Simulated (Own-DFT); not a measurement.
Simulation results for Si12O23 (quartz with two neutral oxygen vacancies, strained, atoms displaced)

A calculation, not a measurement: plane-wave PBE and HSE06 DFT by an unreviewed code, no spin, of a simulated cell at Gamma alone, so results move with cell size and shape, stress positive in tension, energies less offsets, not probed for a lower state with spin; oxygen file: force components 24 meV/angstrom off all-electron in a glass; k mesh not checked against a denser one; forces and stress are PBE's, HSE06 gives the energy alone, and its difference from PBE has offsets of its own; offsets are fitted by least squares, one for each functional and potential file, so energies compare only between cells with the same atoms and settings and are not formation energies; the far tail of each file's local potential was reset to the Coulomb form; each entry is a single point on an unrelaxed cell, so the pressure reflects the starting lattice, mostly measured values (interpolated for alloys), from which strain is counted, and rises with the displacements; printed positions are rounded, which can move forces by about a meV/angstrom; the program, named Own-DFT, is a retired in-house code; no spin-orbit coupling. Program: Own-DFT development build.

Settings shared by all entries: first functional PBE; second functional HSE06; exact exchange share 0.25; screening 0.11 1/bohr; exchange divergence Gygi-Baldereschi; potential files PseudoDojo norm-conserving, scalar-relativistic, made for PBE, standard set; wave cutoff 48 hartree; occupations fixed; k mesh 1 x 1 x 1 centred on Gamma.

(1) 
```xyz
70
Lattice="9.6392 -0.1210 -0.1222 -4.9244 8.4111 -0.0925 -0.1345 -0.1952 11.0261" Properties=species:S:1:pos:R:3:force_x:R:1:force_y:R:1:force_z:R:1 formula=Si12O23 PBE_energy_of_cell_above_offsets=-16.973 HSE06_less_PBE_above_offsets=-0.397 PBE_pressure=12.68 PBE_stress_xx=-15.38 PBE_stress_yy=-14.63 PBE_stress_zz=-8.03 PBE_stress_yz=-6.46 PBE_stress_xz=-4.98 PBE_stress_xy=-2.61
Si     2.0997    -0.2132    10.9874      3.488      0.426       0.96
Si     8.4134     1.8225     3.4965      0.697      0.204     -0.133
Si     1.2391     2.1604     1.8087     -4.353     -0.722     -3.045
O      1.3022     1.0336     0.6225     -1.213      1.662      1.205
O      2.6114     2.3824     2.3783      4.902       0.53      2.517
O      3.1077     0.5000     4.3132       0.64      0.318     -0.997
O     -1.0967     3.0046     4.8275     -3.845     -4.485     -2.907
O      0.2333     1.6701     2.9523     -0.489     -0.102      0.543
O      0.6921     3.4745     1.0465      1.268     -0.075       1.58
Si    -2.7329     8.2776     5.3527      2.825      0.976      2.756
Si    -1.2636     1.8467     9.2165     -0.153     -3.571     -5.375
Si     1.1157     2.0237     7.1944     -0.062        4.9       5.98
O      1.3145     0.9923     6.1466     -0.088     -3.826     -4.007
O      2.5430     2.3182     7.9595      0.454     -0.174     -0.018
O      3.0223     0.3615     9.7746      0.356      0.207      0.236
O     -1.2398     2.8244    10.3455       0.21      4.045      3.544
O      0.2124     1.5926     8.4937     -1.539     -0.131       0.02
O      0.6339     3.4345     6.6011     -0.445        0.8     -0.686
Si    -0.1568     4.2006    -0.0494      -1.78     -0.129     -0.805
Si     5.9582     5.9874     3.4346      0.761     -1.154      0.936
Si    -1.2352     6.4300     1.7427     -1.427     -3.203     -0.391
O     -1.1506     5.2996     0.5453     -0.376      0.601      0.747
O      0.1476     6.5397     2.4250      2.433      0.587      1.082
O      0.6824     4.6697     4.2562     -0.319     -0.482      0.285
O     -3.5960     7.1957     4.7435     -2.621     -2.314     -1.281
O     -2.2108     5.8671     2.9425     -0.274      0.001     -0.252
O     -1.7275     7.7367     1.0888       -1.2       3.12      -1.54
Si    -0.3226     4.1220     5.4129      6.644      0.174      1.637
Si    -3.7263     6.0212     9.0507     -0.391      -1.94      6.477
Si    -1.2937     6.2875     7.2790     -2.857     -2.861      0.197
O     -1.1870     5.1541     6.0794     -2.847       3.76      2.605
O      0.0942     6.5404     7.9070      2.447      0.189      1.177
O      0.5591     4.6209     9.7861      0.986      0.538     -1.427
O     -3.6439     7.0700    10.2936     -2.164     -2.535     -1.402
O     -2.3504     5.7025     8.5048       5.45     -0.044     -3.583
O     -1.8058     7.5560     6.5456     -1.331       2.69     -1.381
Si     2.1163     8.3014    -0.1274      3.273      3.359      -2.23
Si     3.6121     1.8243     3.5453     -0.171      0.907      1.026
Si     6.0290     2.0718     1.6675     -1.996       4.01      4.296
O      6.1905     1.0785     0.5809     -0.374     -3.841     -3.913
O      7.4247     2.3385     2.3453      1.555      0.569      0.813
O      7.9516     0.4718     4.1799     -1.211     -1.808      1.637
O      3.6933     2.9602     4.7543     -4.637     -6.077      -3.98
O      5.0496     1.5670     2.9152      0.667      0.021     -0.975
O      5.5278     3.4571     1.0130      0.628     -0.313      1.211
Si     2.0735     8.2157     5.3116      2.693      4.601      2.192
Si     3.5672     1.7507     9.1052     -0.792      2.313      1.365
Si     5.9771     2.0436     7.2352     -5.035       -1.3     -0.682
O      5.9943     0.9603     6.0667      0.992     -2.431     -2.014
O      7.3128     2.1932     7.8489      7.226      0.537      3.809
O      7.8639     0.3363     9.7281     -1.086     -1.348      1.237
O      4.9770     1.5162     8.4237      0.942     -0.711     -0.512
O      5.4161     3.3683     6.6177     -1.161      2.753      -1.98
Si     4.5143     3.8959    10.8619     -3.902     -0.302      0.082
Si     1.1589     6.0290     3.5922     -0.723     -1.719     -2.902
Si     3.5976     6.3232     1.6657     -2.982     -3.796     -2.071
O      4.9815     6.5345     2.3088      2.357      1.183      0.974
O      5.4459     4.6374     4.1876      0.837      0.506     -0.993
O      1.2613     7.1254     4.6585     -2.398      -0.49      0.886
O      2.5548     5.7883     2.8892      2.124      0.251     -1.386
O      3.0367     7.6480     0.9551      1.138      0.273      1.647
Si     4.5213     4.0150     5.3344      4.408      4.299      4.953
Si     1.1110     5.9682     9.0353     -0.798     -0.745      1.188
Si     3.5585     6.2517     7.2135     -1.575     -0.879     -0.134
O      3.6211     5.1765     6.0168     -0.013     -0.143     -0.039
O      4.9732     6.4675     7.9056     -2.615      1.904     -3.373
O      5.4179     4.5420     9.7464       1.11      1.231     -2.053
O      1.1317     7.0215    10.2726     -2.589     -2.564      -1.91
O      2.5464     5.6956     8.4058      0.902      0.363     -0.826
O      3.0257     7.5826     6.5098     -0.581      1.405     -0.596
```

Units: PBE_energy_of_cell_above_offsets, HSE06_less_PBE_above_offsets in eV; PBE_pressure, PBE_stress_xx, PBE_stress_yy, PBE_stress_zz, PBE_stress_yz, PBE_stress_xz, PBE_stress_xy in GPa; force_x, force_y, force_z in eV/Å.

(2) 
```xyz
70
Lattice="9.7747 0.0173 -0.1259 -4.8724 8.4715 0.0488 -0.1385 -0.0179 10.8643" Properties=species:S:1:pos:R:3:force_x:R:1:force_y:R:1:force_z:R:1 formula=Si12O23 PBE_energy_of_cell_above_offsets=-21.287 HSE06_less_PBE_above_offsets=-0.028 PBE_pressure=7.73 PBE_stress_xx=-9.26 PBE_stress_yy=-6.5 PBE_stress_zz=-7.43 PBE_stress_yz=-0.49 PBE_stress_xz=-4.14 PBE_stress_xy=0.47
Si     2.2287     0.0295     0.0223      1.597     -0.932     -4.331
Si    -1.1797     2.0100     3.6497     -0.888      -0.26     -2.239
Si     1.2549     2.2801     1.7734      0.611     -1.318      0.943
O      1.3599     1.1328     0.6484     -2.337      2.035      0.621
O      2.7094     2.5037     2.4029     -0.248      0.576     -0.744
O      3.1475     0.6244     4.2252      1.193      1.455     -1.513
O     -1.1376     3.0880     4.8284     -1.464     -1.727      -0.84
O      0.2952     1.7726     2.9793     -0.913     -0.021      0.498
O      0.7898     3.6324     1.1330     -0.236      1.027     -0.085
Si    -2.6539     8.4400     5.3782     -2.738      -0.12        0.7
Si    -1.2009     1.9785     9.0512     -3.065     -0.616      1.137
Si     1.2485     2.2012     7.2092      -2.34     -2.516     -2.244
O      2.6587     2.3887     7.8278      0.543      1.581     -0.595
O      3.1369     0.5947     9.7027     -1.218     -0.159      0.307
O     -1.2396     3.1279    10.1881     -0.095      -0.34      0.133
O      0.1963     1.7381     8.4284      2.588     -0.216     -1.238
O      0.7178     3.5959     6.5815      0.288      0.153      0.002
Si    -0.1564     4.2388     0.0023      0.072      1.379     -1.025
Si     6.1236     6.2683     3.5714      1.926      1.486      1.659
Si    -1.2420     6.4171     1.8136      1.038      4.015     -0.241
O     -1.0839     5.3970     0.6448     -0.151     -1.774      -1.72
O      0.2349     6.7267     2.3936       0.93      0.031      0.957
O      0.7075     4.9226     4.2409     -0.254     -1.162      0.491
O     -2.2168     5.9721     2.9595     -0.814     -0.658      0.914
O     -1.6967     7.9102     1.1214      2.144     -3.146      3.478
Si    -0.2077     4.1815     5.3874      0.928      4.868      1.718
Si     6.0720     6.2259     8.9917      1.601     -0.156     -2.025
Si    -1.2588     6.5464     7.2204     -0.868     -3.122     -0.299
O     -1.1863     5.3595     6.0839      0.591     -0.678      -0.59
O      0.1455     6.7171     7.8618      3.404      0.151      1.628
O      0.6776     4.8551     9.6960     -0.709     -1.749      0.908
O     -3.6557     7.2907    10.2514      -0.19      1.669      1.332
O     -2.2164     6.0056     8.4061     -1.578     -0.153       0.97
O     -1.7048     7.9039     6.5894     -0.531      1.391     -0.674
Si     2.1863     8.4384    10.8033     -0.814      1.553      1.827
Si     3.7039     2.0494     3.5462      0.517     -3.422     -0.765
Si     6.1485     2.2755     1.7261     -0.927     -0.653      0.432
O      6.2292     1.1739     0.5977      0.951     -2.297     -1.882
O      7.5717     2.5922     2.3202      2.984     -0.255      2.104
O      7.9945     0.6522     4.1356      1.112       0.27       -0.9
O      3.7778     3.1044     4.6656     -0.126      2.245      2.233
O      5.1665     1.7503     2.9116     -0.208       0.07      0.147
O      5.6648     3.6407     1.0860     -0.001      0.941      0.221
Si     2.2829     8.4743     5.3649     -1.242       0.02      0.816
Si     3.6012     1.9742     8.9933      1.877     -1.689      2.141
Si     6.1233     2.2241     7.1490     -3.267      0.587      0.143
O      6.2007     1.1182     5.9853     -0.355       0.31      0.024
O      7.5194     2.4877     7.7836      1.929      0.364      0.637
O      7.9743     0.6032     9.6014      0.845      0.851     -0.749
O      3.7352     3.0592    10.1630      -0.64      0.942      0.394
O      5.0667     1.7668     8.3707      1.742      0.181     -1.722
O      5.5634     3.6557     6.4517        3.2     -3.255      4.063
Si     4.7555     4.2671    -0.0606     -0.619     -0.412     -0.084
Si     1.2871     6.2996     3.5990     -2.526     -1.108     -1.229
Si     3.7605     6.4897     1.8076     -3.376     -0.548      -2.09
O      3.8342     5.3927     0.6151      -0.64      0.079      0.008
O      5.1599     6.7250     2.3692      2.621      0.911      1.256
O      5.6579     4.8694     4.2035     -1.016     -0.423      0.833
O      1.2864     7.3503     4.7828      0.174      0.662       0.31
O      2.6863     5.9983     2.9176      1.206     -0.165      0.029
O      3.2552     7.8713     1.1560     -0.445      0.686     -0.604
Si     4.6600     4.2529     5.4023      -0.36      0.413     -4.511
Si     1.1787     6.1884     9.0341     -0.114       1.47     -1.536
Si     3.6501     6.4358     7.2061      0.201      1.369     -0.446
O      3.7552     5.3609     6.0268     -1.508      0.704     -0.007
O      5.1082     6.7338     7.7902      0.248     -0.015      0.131
O      5.5218     4.8946     9.6570      0.315     -0.775     -0.516
O      1.2365     7.3089    10.1888     -0.081      0.033      0.084
O      2.6577     5.9857     8.3588     -1.018     -0.518      0.843
O      3.1732     7.8333     6.5226      0.546     -0.119      0.373
```

Units: PBE_energy_of_cell_above_offsets, HSE06_less_PBE_above_offsets in eV; PBE_pressure, PBE_stress_xx, PBE_stress_yy, PBE_stress_zz, PBE_stress_yz, PBE_stress_xz, PBE_stress_xy in GPa; force_x, force_y, force_z in eV/Å.

(3) 
```xyz
70
Lattice="9.8991 0.0112 0.0851 -4.9398 8.6006 -0.1765 0.0936 -0.1702 10.9417" Properties=species:S:1:pos:R:3:force_x:R:1:force_y:R:1:force_z:R:1 formula=Si12O23 PBE_energy_of_cell_above_offsets=-21.695 HSE06_less_PBE_above_offsets=0.805 PBE_pressure=1.4 PBE_stress_xx=-0.86 PBE_stress_yy=-1.32 PBE_stress_zz=-2.02 PBE_stress_yz=-5.93 PBE_stress_xz=1.43 PBE_stress_xy=0.04
Si    -2.5103     8.4195    10.7661      0.124     -0.053      2.197
Si     8.7566     1.9918     3.6377     -0.457      -1.01      0.784
Si     1.3810     2.2695     1.7868     -1.568       0.51      0.835
O      1.4056     1.1765     0.6219      0.085     -0.692     -0.225
O      2.8207     2.5194     2.4719     -0.325      0.154     -0.315
O      3.3365     0.5440     4.2735     -0.612     -0.034      0.532
O     -1.0618     3.0924     4.7250     -0.565     -0.038      0.065
O      0.3367     1.7210     2.9911      1.114      0.496     -1.387
O      0.7763     3.6444     1.0820      1.417     -0.786      1.874
Si    -2.5405     8.4888     5.3093     -1.354      2.026     -2.151
Si     8.8000     1.8915     9.1332      1.918      1.596      1.018
Si     1.4037     2.1850     7.2679      -1.12      0.394      0.651
O      1.4542     1.0772     6.1345      0.517     -1.469     -1.353
O      2.8300     2.4183     7.9783        0.2      0.212      0.007
O      3.3104     0.5029     9.8226      1.343      0.846     -1.343
O     -0.9704     2.9980    10.2816     -0.728     -0.943     -1.107
O      0.4026     1.6055     8.4526     -0.402      0.466     -0.303
O      0.8615     3.5417     6.5595     -0.981        0.9     -0.691
Si    -0.1277     4.3258    -0.0263     -1.535     -0.751      -0.61
Si     6.2905     6.2734     3.5767     -0.635     -1.116      0.807
Si    -1.1308     6.5560     1.7542     -1.174      1.082     -1.088
O     -1.1227     5.4607     0.5709      0.408     -0.206      0.048
O      0.3375     6.7956     2.3723     -0.466      0.149     -0.456
O      0.8259     4.8360     4.2568      0.743      1.644     -1.584
O     -3.5273     7.3742     4.6391      0.019      0.608      0.667
O     -2.1272     6.0358     2.9097       0.24     -0.354       0.09
O     -1.7026     7.9494     1.0825     -0.127      0.044     -0.595
Si    -0.1398     4.2306     5.3699      1.852     -2.299      1.563
Si    -3.5407     6.2052     8.9492      -4.57     -1.254      0.552
Si    -1.0930     6.4254     7.1995     -1.731      2.742     -0.716
O     -1.0460     5.3347     6.0450     -0.857      0.325      -0.07
O      0.3126     6.7451     7.8304      1.539      -0.18       1.46
O      0.8294     4.7458     9.7150      1.135      1.722     -1.333
O     -3.4536     7.2837    10.1485     -0.574      0.173      0.112
O     -2.1182     5.9737     8.3838      2.594     -0.442     -1.584
O     -1.7015     7.9015     6.4740      2.362     -3.234       2.82
Si     2.4687     8.4384    10.8046     -0.245     -0.121      0.116
Si     3.8111     2.0006     3.6617     -1.034     -2.561     -0.997
Si     6.2772     2.2919     1.8118     -0.612     -1.123      2.654
O      6.3587     1.1467     0.7177      0.129     -1.449     -1.255
O      7.7202     2.5074     2.5022      0.531     -0.075      0.252
O      8.2705     0.5577     4.3520      0.498      1.173      -1.13
O      3.8674     3.0541     4.7927      0.409      2.426      2.237
O      5.2477     1.7508     3.0453      2.266      0.427     -2.014
O      5.8264     3.6548     1.1637     -1.836      1.873     -1.493
Si     7.3132    -0.0616     5.4677      0.746     -0.615      2.665
Si     3.8391     1.9073     9.1316      0.069     -1.725     -1.221
Si     6.3657     2.1993     7.3104     -2.145      1.859      0.104
O      6.3719     1.1069     6.1580      0.681     -1.464     -1.305
O      7.8227     2.4119     7.9686     -0.329       0.36     -0.255
O      8.2911     0.5460     9.8040     -0.834     -1.722      0.832
O      3.9470     3.0182    10.2427     -0.004      0.981      1.606
O      5.2869     1.6347     8.4446      0.668      0.429     -0.251
O      5.8068     3.6548     6.6112      0.348      -1.49      0.541
Si     4.7752     4.3018     0.0120      3.774      -1.13     -1.993
Si     1.2676     6.2719     3.5492      2.802     -1.615      0.195
Si     3.8315     6.5473     1.7294     -0.453      1.631      0.841
O      3.8872     5.4397     0.5791     -1.218      0.919      0.476
O      5.2915     6.7954     2.4154     -0.377     -0.235     -0.495
O      5.7778     4.8491     4.2930      1.202      1.571     -2.091
O      1.4353     7.3733     4.6915     -0.499      0.446      0.359
O      2.8135     6.0448     2.8733     -1.682     -0.029      0.739
O      3.3099     7.9691     1.0500      0.029     -0.492      -0.36
Si     4.8293     4.2447     5.4027      0.469      -2.33       1.22
Si     1.3663     6.1970     9.0636      0.854     -3.986     -5.483
Si     3.9116     6.4403     7.2871     -1.311       0.45      0.756
O      3.8767     5.3417     6.0130     -0.789      1.511      1.378
O      5.8675     4.7827     9.7481      -0.61     -0.013      0.649
O      1.4976     7.2471    10.1372      0.968      4.521      4.271
O      3.3139     7.8318     6.5413     -0.295      0.367      -0.72
```

Units: PBE_energy_of_cell_above_offsets, HSE06_less_PBE_above_offsets in eV; PBE_pressure, PBE_stress_xx, PBE_stress_yy, PBE_stress_zz, PBE_stress_yz, PBE_stress_xz, PBE_stress_xy in GPa; force_x, force_y, force_z in eV/Å.
